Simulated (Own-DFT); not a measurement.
# Point defects and the pressure they add: grey tin

Calculated, not measured: single-point runs of Own-DFT, a retired in-house plane-wave DFT program that no person has reviewed, on unrelaxed cells, without spin or spin-orbit coupling.

Method: PBE; PseudoDojo norm-conserving scalar-relativistic files; cutoff 42 hartree; 3 x 3 x 3 k mesh centred on Gamma; cold (Marzari-Vanderbilt) smearing of 0.2 eV.

Limits (not all hold for every row): not probed for a lower state with spin; forces on such cells moved up to 12 meV/angstrom on a denser k mesh; stress not checked against mesh or cutoff.

All runs share one cell, with vectors in Å (12.978, 0.000, 0.000); (0.000, 12.978, 0.000); (0.000, 0.000, 12.978) and a volume of 2185.9 Å³. The atoms are randomly displaced, by u rms on each axis. The defect's site can differ from row to row.

| cell | formula | u (Å) | P (GPa) |
|---|---|---|---|
| no defect | Sn64 | 0.0185 | 3.38 |
| no defect | Sn64 | 0.0196 | 3.37 |
| no defect | Sn64 | 0.0499 | 3.64 |
| two Sn vacancies | Sn62 | 0.0276 | 3.10 |
| two Sn vacancies | Sn62 | 0.0308 | 3.15 |
| two Sn vacancies | Sn62 | 0.0480 | ? |
| two Sn vacancies | Sn62 | 0.0493 | 3.27 |
| one Sn vacancy | Sn63 | 0.0286 | 3.15 |
| one Sn vacancy | Sn63 | 0.0508 | 3.46 |
| one Sn vacancy | Sn63 | 0.0511 | 3.38 |

## Working it out

P = P0 + c u² + a shift for each defect gives P0 = 3.33 GPa, c = 126 ± 14 GPa/Å² and a scatter of 0.04 GPa. The shifts, and each times the cell's volume:

- one Sn vacancy: -0.25 ± 0.03 GPa, -3.4 eV
- two Sn vacancies: -0.33 ± 0.03 GPa, -4.5 eV (-2.3 eV for each of its 2 sites)

Against the defect-free cell, a freed cell would be larger where the shift is positive and smaller where it is negative (160.2 GPa Å³ is 1 eV). The atoms around the defects weren't relaxed, which would change these numbers.

## Prediction

Question: what pressure belongs in the blank (two Sn vacancies, u = 0.0480 Å)?

The fit gives 3.29 ± 0.04 GPa. The run itself gave 3.30 GPa.
